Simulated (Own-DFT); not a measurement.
# Which defects push the lattice out? wurtzite GaN

Everything here is calculated. The program is Own-DFT (plane waves, in-house, since retired, never reviewed by a person); positions were held fixed, and spin and spin-orbit coupling were off.

Method: PBE; PseudoDojo norm-conserving scalar-relativistic files; cutoff 42 hartree; 4 x 4 x 3 k mesh centred on Gamma; Fermi-Dirac smearing of 0.1 eV.

Caveats (not all hold for every row): not probed for a lower state with spin; forces not confirmed at this smearing and k mesh; stress not checked against mesh or cutoff.

All runs share one cell, with vectors in Å (9.567, 0.000, 0.000); (-4.784, 8.285, 0.000); (0.000, 0.000, 10.370) and a volume of 822.0 Å³. Atoms were moved at random from their sites; u is the rms move along one axis. The defect's site can differ from row to row.

| cell | formula | u (Å) | P (GPa) |
|---|---|---|---|
| no defect | Ga36N36 | 0.0210 | 5.90 |
| no defect | Ga36N36 | 0.0443 | 7.40 |
| no defect | Ga36N36 | 0.0530 | 8.05 |
| one Ga on an N site | Ga37N35 | 0.0295 | 11.89 |
| one Ga on an N site | Ga37N35 | 0.0307 | 11.95 |
| one Ga on an N site | Ga37N35 | 0.0527 | 13.66 |
| one N on a Ga site | Ga35N37 | 0.0298 | 5.48 |
| one N on a Ga site | Ga35N37 | 0.0308 | 5.59 |
| one N on a Ga site | Ga35N37 | 0.0498 | ? |
| one N on a Ga site | Ga35N37 | 0.0506 | 6.75 |

## What the rows give

P = P0 + c u² + a shift for each defect gives P0 = 5.59 GPa, c = 878 ± 39 GPa/Å² and a scatter of 0.10 GPa. The shifts, and each times the cell's volume:

- one Ga on an N site: 5.57 ± 0.09 GPa, 28.6 eV
- one N on a Ga site: -0.94 ± 0.09 GPa, -4.8 eV

A positive shift means that the defect pushes the cell outwards. Shift times volume (160.2 GPa Å³ is 1 eV) depends little on the cell's size, so, taken for each site, it can be compared between cells at like pressure. The atoms around the defects weren't relaxed, which would change these numbers.

## The run left out

The question: what pressure belongs in the blank (one N on a Ga site, u = 0.0498 Å)?

Estimate: 6.83 ± 0.13 GPa. The run itself gave 6.86 GPa.
